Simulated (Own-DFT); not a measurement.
# Biaxial strain at fixed height in diamond-structure GeSn with randomly placed atoms, 64 atoms (Ge52Sn12)

Everything here is calculated. The program is Own-DFT (plane waves, in-house, since retired, never reviewed by a person); positions were held fixed, and spin and spin-orbit coupling were off.

Common settings: PBE; PseudoDojo norm-conserving scalar-relativistic files; cutoff 49 hartree; 3 x 3 x 3 k mesh centred on Gamma; Fermi-Dirac smearing of 0.1 eV.

Caveats: forces on such cells moved up to 12 meV/angstrom on a denser k mesh; stress not checked against mesh or cutoff.

Unstrained cell vectors in Å: (11.628, 0.000, 0.000); (0.000, 11.628, 0.000); (0.000, 0.000, 11.628). The unstrained cell has measured lattice constants (interpolated for alloys), not those of this functional. That, the random moves and any unrelaxed bonds set the pressure at no strain. Each run strains x and y alike by e, as a substrate would, and holds the height along z. All atoms carry random offsets, Gaussian with a width of 0.05 Å per axis. The random placing of the alloy's atoms differs from row to row. Stress is positive in tension.

| e (%) | u (Å) | (s_xx + s_yy)/2 (GPa) | s_zz (GPa) |
|---|---|---|---|
| -2.75 | 0.044 | -10.55 | -9.00 |
| -2.50 | 0.051 | ? | ? |
| -2.25 | 0.052 | -9.64 | -8.58 |
| -1.75 | 0.051 | -8.87 | -7.89 |
| -1.50 | 0.049 | -8.14 | -7.43 |
| -0.50 | 0.052 | -6.59 | -6.27 |
| -0.25 | 0.050 | -5.98 | -5.79 |
| 0.50 | 0.050 | -4.79 | -5.12 |
| 1.25 | 0.051 | -3.53 | -4.10 |
| 2.75 | 0.051 | -1.40 | -2.68 |

## Worked fit

With e as a fraction, the in-plane stress is -5.6 + 168 e - 478 e² GPa (errors 2 and 120, scatter 0.10), and s_zz is -5.6 + 118 e - 360 e² GPa (slope ± 2, scatter 0.12). At e = 0 the first slope is C11 + C12 and the second 2 C12, both with the ions held to the strained lattice and at the cell's own pressure. The term in e² is negative: the layer stiffens under compression and softens under tension. A free layer would change its height as e changes, and the in-plane slope would drop by 2 C12²/C11 to the biaxial modulus. At fixed height, a misfit of 1 % moves the in-plane stress by about 1.7 GPa and s_zz by 1.2 GPa.

## Prediction

Q: what are the two stresses at e = -2.50 %?

The fit gives -10.1 and -8.8 GPa. The run itself gave -10.21 and -8.62 GPa.
